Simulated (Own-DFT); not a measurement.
# One host, several defects: diamond germanium

Source: density functional calculations with Own-DFT, an unreviewed in-house program that is no longer used. Nothing was measured or relaxed, and spin and spin-orbit coupling are left out.

All runs used: PBE; PseudoDojo norm-conserving scalar-relativistic files; cutoff 42 hartree; 5 x 5 x 5 k mesh centred on Gamma; Fermi-Dirac smearing of 0.1 eV.

Caveats (not all hold for every row): not probed for a lower state with spin; k mesh not checked against a denser one; stress not checked against mesh or cutoff.

All runs share one cell, with vectors in Å (0.000, 5.658, 5.658); (5.658, 0.000, 5.658); (5.658, 5.658, 0.000) and a volume of 362.3 Å³. u is the rms random offset of the atoms per axis. The defect's site can differ from row to row.

```
          cell  formula   u (Å)  P (GPa)
     no defect     Ge16  0.0183     3.89
     no defect     Ge16  0.0198     3.85
     no defect     Ge16  0.0509     4.53
  one added Ge     Ge17  0.0283    10.60
  one added Ge     Ge17  0.0299    10.53
  one added Ge     Ge17  0.0496    12.41
  one added Ge     Ge17  0.0573        ?
one Ge vacancy     Ge15  0.0259     2.67
one Ge vacancy     Ge15  0.0302     2.61
one Ge vacancy     Ge15  0.0307     2.65
```

## Working it out

P = P0 + c u² + a shift for each defect gives P0 = 3.45 GPa, c = 579 ± 183 GPa/Å² and a scatter of 0.41 GPa. The shifts, and each times the cell's volume:

- one added Ge: 6.93 ± 0.34 GPa, 15.7 eV
- one Ge vacancy: -1.29 ± 0.34 GPa, -2.9 eV

A positive shift means that the defect pushes the cell outwards. Shift times volume (160.2 GPa Å³ is 1 eV) depends little on the cell's size, so, taken for each site, it can be compared between cells at like pressure. The atoms around the defects weren't relaxed, which would change these numbers.

## Prediction

The question: what pressure belongs in the blank (one added Ge, u = 0.0573 Å)?

The fit gives 12.28 ± 0.59 GPa. The run itself gave 11.20 GPa.
